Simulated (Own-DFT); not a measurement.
# Response to strain: wurtzite GaN, 72 atoms (Ga36N36)

Calculated results; nothing here was measured. They come from Own-DFT, an in-house plane-wave density functional program, since retired, whose code no person has reviewed. Each row is one single-point run on a periodic cell that was not relaxed, without spin or spin-orbit coupling.

Settings of every run: PBE; PseudoDojo norm-conserving scalar-relativistic files (stringent for Ga); cutoff 96 hartree; 4 x 4 x 3 k mesh centred on Gamma; Gaussian smearing of 0.01 eV.

Known limits: forces not confirmed at this smearing and k mesh; stress not checked against mesh or cutoff.

Unstrained cell vectors in Å: (9.567, 0.000, 0.000); (-4.783, 8.285, 0.000); (0.000, 0.000, 10.370). The unstrained cell has measured lattice constants (interpolated for alloys), not those of this functional. That, the random moves and any unrelaxed bonds set the pressure at no strain. Each run strains this cell uniformly, with the atoms carried along. Every atom was also moved at random, by a Gaussian of width 0.05 Å on each axis. Strain is the symmetric tensor, in per cent. Stress is positive in tension, and the pressure is minus a third of its trace.

```
run  e_xx (%)  e_yy (%)  e_zz (%)  e_yz (%)  e_xz (%)  e_xy (%)  s_xx (GPa)  s_yy (GPa)  s_zz (GPa)  s_yz (GPa)  s_xz (GPa)  s_xy (GPa)  P (GPa)  E (meV/atom)
  1     -0.34     -1.74     -0.32      1.40      0.32     -0.97      -10.11      -16.43      -10.50        3.70        0.71       -2.49    12.35          35.0
  2     -1.56      1.91      1.84      1.98     -0.47      1.83      -10.79       -1.27        1.60        4.40       -0.61        5.48     3.49          17.3
  3     -1.74      1.36     -0.40     -0.91     -0.37      1.67      -16.54       -4.19       -7.60       -1.61       -1.06        7.51     9.44          29.2
  4     -0.57      1.77      0.75      0.98      1.94      1.73       -8.20       -0.69       -3.64        1.91        4.40        6.28     4.18          23.2
  5     -0.71     -1.85      1.37      0.61      0.29     -1.11      -11.23      -14.45       -2.58        0.93        0.86       -3.30     9.42           7.4
  6     -1.59     -1.51      0.45     -1.03      1.06      0.00      -15.33      -14.68       -7.97       -2.77        2.07        1.09    12.66          29.6
  7     -0.70      0.69     -0.43     -1.26     -1.95      0.78       -9.96       -3.94      -10.19       -1.67       -4.34        2.89     8.03          18.2
  8      0.02     -0.27     -1.72      0.87      0.89     -0.67       -8.68      -10.44      -15.39        2.84        2.97       -4.25    11.51          24.1
  9      1.02     -1.76     -0.90      1.94      1.66      1.18       -5.10      -14.84      -12.83        3.94        3.78        3.97    10.92          32.3
 10     -0.87     -1.15     -1.16     -0.32     -1.06     -1.25      -13.93      -13.13      -15.46       -1.11       -2.55       -6.13    14.17          34.3
 11      1.76      1.08      0.73     -1.93     -0.75     -1.16        0.98       -1.11       -1.50       -3.85       -1.48       -3.07     0.55           0.0
 12     -1.92      0.74     -1.40     -1.60     -0.10      1.39      -16.83       -7.80      -15.69       -3.64       -1.18        4.40    13.44          58.3
 13      0.11      1.74      1.29      1.84     -0.96     -0.56       -3.22        0.60       -2.97        4.09       -1.75       -2.08     1.86          14.1
 14     -1.10     -1.56     -0.85      0.59      0.16     -0.63      -14.11      -15.83      -15.03        2.18        1.02       -1.63    14.99          35.8
 15     -0.37      0.79     -1.64     -1.84      1.50     -1.52       -7.42       -4.75      -17.57       -2.78        4.07       -2.30     9.91          30.4
 16      1.44      0.01     -1.26      1.38     -0.28      1.17       -1.56       -5.81      -12.31        3.68       -0.39        2.79     6.56           9.3
 17      1.99     -1.37     -1.64      0.63      1.74      1.74           ?           ?           ?           ?           ?           ?        ?             ?
```

E is the free energy for each atom above the lowest run shown.

## Worked fit

Each stress component was fitted by least squares to a constant and the strains of the runs shown, as fractions, with shears doubled. Shear strains stay in the fit of a normal stress only where such slopes are resolved. The slopes, in GPa:

| stress | at no strain | per e_xx | per e_yy | per e_zz | scatter |
|---|---|---|---|---|---|
| s_xx | -7.3 | 459 ± 25 | 86 ± 20 | 74 ± 25 | 1.07 |
| s_yy | -7.5 | 107 ± 21 | 413 ± 17 | 49 ± 21 | 0.89 |
| s_zz | -8.0 | 68 ± 31 | 67 ± 25 | 484 ± 31 | 1.34 |

Each shear stress against twice its own strain: yz 112 ± 6, xz 116 ± 5, xy 166 ± 16 GPa. These are stiffnesses along x, y and z of the frame in which the cell vectors are given, which need not be the crystal's axes. The atoms are held to the strained lattice; where symmetry lets them move under strain, relaxing them would lower some slopes. The table should be nearly symmetric about its diagonal, and what it lacks of that shows the noise. A ninth of its sum, 201 ± 5 GPa, estimates the bulk modulus near the mean pressure of these runs, 9.0 GPa, so it lies above the value at zero pressure.

## Withheld run

Question: what normal stresses and pressure should run 17 give?

The fit gives s_xx = -0.6, s_yy = -11.9, s_zz = -15.5 and P = 9.3 GPa. The calculation gave -2.63, -11.12, -15.44 and P = 9.73 GPa.
